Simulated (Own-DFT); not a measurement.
# How strain changes the stress of wurtzite AlGaN with randomly placed atoms, 128 atoms (Al48Ga16N64)

All numbers below are calculated, not measured. The program, named Own-DFT, is a retired in-house plane-wave density functional code that no person has reviewed. Each row is one single-point run on a periodic cell that was not relaxed, without spin or spin-orbit coupling.

Settings of every run: PBE; PseudoDojo norm-conserving scalar-relativistic files (stringent for Ga); cutoff 96 hartree; 3 x 3 x 3 k mesh centred on Gamma; Gaussian smearing of 0.01 eV.

Known limits: k mesh not checked against a denser one; stress not checked against mesh or cutoff.

Unstrained cell vectors in Å: (12.525, 0.000, 0.000); (-6.263, 10.847, 0.000); (0.000, 0.000, 10.066). The unstrained cell has measured lattice constants (interpolated for alloys), not those of this functional. That, the random moves and any unrelaxed bonds set the pressure at no strain. Each run strains this cell uniformly, with the atoms carried along. Every atom was also moved at random, by a Gaussian of width 0.05 Å on each axis. The random placing of the alloy's atoms differs from row to row. Strain is the symmetric tensor, in per cent. Stress is positive in tension, and the pressure is minus a third of its trace.

| run | e_xx (%) | e_yy (%) | e_zz (%) | s_xx (GPa) | s_yy (GPa) | s_zz (GPa) | P (GPa) | E (meV/atom) |
|---|---|---|---|---|---|---|---|---|
| 1 | 3.00 | 3.00 | 0.00 | 8.46 | 8.74 | -2.85 | -4.78 | 19.8 |
| 2 | -1.50 | -1.50 | 0.00 | -14.97 | -16.87 | -9.49 | 13.78 | 51.9 |
| 3 | -0.50 | -0.50 | 0.00 | -10.64 | -9.36 | -5.69 | 8.57 | 26.2 |
| 4 | -1.25 | -1.25 | 0.00 | -13.46 | -15.92 | -7.32 | 12.23 | 38.1 |
| 5 | 1.50 | 1.50 | 0.00 | 1.62 | 2.59 | -3.60 | -0.20 | 0.0 |
| 6 | -2.50 | -2.50 | 0.00 | -23.61 | -22.99 | -9.06 | 18.56 | 60.3 |
| 7 | 0.75 | 0.75 | 0.00 | -1.60 | -2.25 | -6.45 | 3.43 | 20.7 |
| 8 | -2.75 | -2.75 | 0.00 | -22.62 | -24.14 | -13.21 | 19.99 | 75.2 |
| 9 | 0.50 | 0.50 | 0.00 | ? | ? | ? | ? | ? |

E is the free energy for each atom above the lowest run shown.

## Worked fit

The change of volume is close to e_xx + e_yy + e_zz. A straight line through the runs shown gives P = 7.24 - 219 x (fractional change of volume) GPa, with an error of 8 on the slope and a scatter of 0.88 GPa. The strain isn't the same on all axes and the cell isn't cubic, so the slope belongs to this path and is not the bulk modulus.

## Withheld run

Question: what pressure should run 9 give? Its volume changes by 1.00 %.

The line gives 5.0 GPa. The calculation gave 4.54 GPa.
